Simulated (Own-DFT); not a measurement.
# One host, several defects: zincblende InP

Source: density functional calculations with Own-DFT, an unreviewed in-house program that is no longer used. Nothing was measured or relaxed, and spin and spin-orbit coupling are left out.

Method: PBE; PseudoDojo norm-conserving scalar-relativistic files; cutoff 36 hartree; 3 x 3 x 3 k mesh centred on Gamma; Fermi-Dirac smearing of 0.1 eV.

Limits (not all hold for every row): not probed for a lower state with spin; forces on such cells moved up to 12 meV/angstrom on a denser k mesh; stress not checked against mesh or cutoff.

All runs share one cell, with vectors in Å (11.737, 0.000, 0.000); (0.000, 11.737, 0.000); (0.000, 0.000, 11.737) and a volume of 1617.0 Å³. The atoms are randomly displaced, by u rms on each axis. The defect's site can differ from row to row.

| cell | formula | u (Å) | P (GPa) |
|---|---|---|---|
| no defect | In32P32 | 0.0195 | 3.21 |
| no defect | In32P32 | 0.0214 | 3.21 |
| no defect | In32P32 | 0.0461 | 3.53 |
| one P on an In site | In31P33 | 0.0286 | 3.07 |
| one P on an In site | In31P33 | 0.0303 | 3.08 |
| one P on an In site | In31P33 | 0.0502 | 3.40 |
| one In on a P site and one P on an In site | In32P32 | 0.0314 | 3.67 |
| one In on a P site and one P on an In site | In32P32 | 0.0314 | 3.67 |
| one In on a P site and one P on an In site | In32P32 | 0.0494 | 4.06 |
| two P vacancies | In32P30 | 0.0283 | 3.01 |
| two P vacancies | In32P30 | 0.0303 | ? |
| two P vacancies | In32P30 | 0.0315 | 2.96 |
| two P vacancies | In32P30 | 0.0331 | 2.92 |

## Analysis

P = P0 + c u² + a shift for each defect gives P0 = 3.11 GPa, c = 209 ± 22 GPa/Å² and a scatter of 0.05 GPa. The shifts, and each times the cell's volume:

- one In on a P site and one P on an In site: 0.38 ± 0.04 GPa, 3.9 eV
- one P on an In site: -0.22 ± 0.04 GPa, -2.3 eV
- two P vacancies: -0.35 ± 0.04 GPa, -3.5 eV (-1.7 eV for each of its 2 sites)

Positive is outwards. The product with the volume (160.2 GPa Å³ to the eV) is nearly free of the cell's size; divided by the bulk modulus at the cell's pressure it gives the volume that the defect adds. The atoms around the defects weren't relaxed, which would change these numbers.

## Check

Asked: what pressure belongs in the blank (two P vacancies, u = 0.0303 Å)?

The fit gives 2.96 ± 0.06 GPa. The run itself gave 2.98 GPa.
